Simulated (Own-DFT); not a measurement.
# How strain changes the stress of wurtzite AlGaN with randomly placed atoms, 96 atoms (Al12Ga36N48)

All numbers below are calculated, not measured. They come from Own-DFT, an in-house plane-wave density functional program, since retired, whose code no person has reviewed. Each row is one single-point run on a periodic cell that was not relaxed, without spin or spin-orbit coupling.

Settings of every run: PBE; PseudoDojo norm-conserving scalar-relativistic files (stringent for Ga); cutoff 96 hartree; 3 x 4 x 3 k mesh centred on Gamma; Gaussian smearing of 0.01 eV.

Known limits: k mesh not checked against a denser one; stress not checked against mesh or cutoff.

Unstrained cell vectors in Å: (12.679, 0.000, 0.000); (-4.755, 8.235, 0.000); (0.000, 0.000, 10.268). The unstrained cell has measured lattice constants (interpolated for alloys), not those of this functional. That, the random moves and any unrelaxed bonds set the pressure at no strain. Each run strains this cell uniformly, with the atoms carried along. Every atom was also moved at random, by a Gaussian of width 0.05 Å on each axis. The random placing of the alloy's atoms differs from row to row. Strain is the symmetric tensor, in per cent. Stress is positive in tension, and the pressure is minus a third of its trace.

| run | e_xx (%) | e_yy (%) | e_zz (%) | s_xx (GPa) | s_yy (GPa) | s_zz (GPa) | P (GPa) | E (meV/atom) |
|---|---|---|---|---|---|---|---|---|
| 1 | -2.75 | -2.75 | 0.00 | -25.41 | -21.89 | -11.75 | 19.68 | 54.9 |
| 2 | -0.75 | -0.75 | 0.00 | -9.39 | -12.55 | -8.77 | 10.24 | 19.8 |
| 3 | -0.50 | -0.50 | 0.00 | -8.41 | -9.97 | -8.85 | 9.08 | 17.5 |
| 4 | -1.50 | -1.50 | 0.00 | -16.10 | -16.17 | -8.64 | 13.64 | 35.9 |
| 5 | 2.25 | 2.25 | 0.00 | 3.17 | 3.86 | -2.76 | -1.43 | 0.6 |
| 6 | 1.25 | 1.25 | 0.00 | 0.16 | -0.96 | -5.48 | 2.09 | 2.8 |
| 7 | 2.50 | 2.50 | 0.00 | 5.04 | 5.61 | -3.49 | -2.38 | 0.0 |
| 8 | 1.75 | 1.75 | 0.00 | 1.21 | 2.21 | -5.86 | 0.81 | 10.7 |
| 9 | -1.00 | -1.00 | 0.00 | ? | ? | ? | ? | ? |

E is the free energy for each atom above the lowest run shown.

## Worked fit

The change of volume is close to e_xx + e_yy + e_zz. A straight line through the runs shown gives P = 7.69 - 205 x (fractional change of volume) GPa, with an error of 6 on the slope and a scatter of 0.57 GPa. The strain isn't the same on all axes and the cell isn't cubic, so the slope belongs to this path and is not the bulk modulus.

## Withheld run

Question: what pressure should run 9 give? Its volume changes by -1.99 %.

The line gives 11.8 GPa. The calculation gave 11.18 GPa.
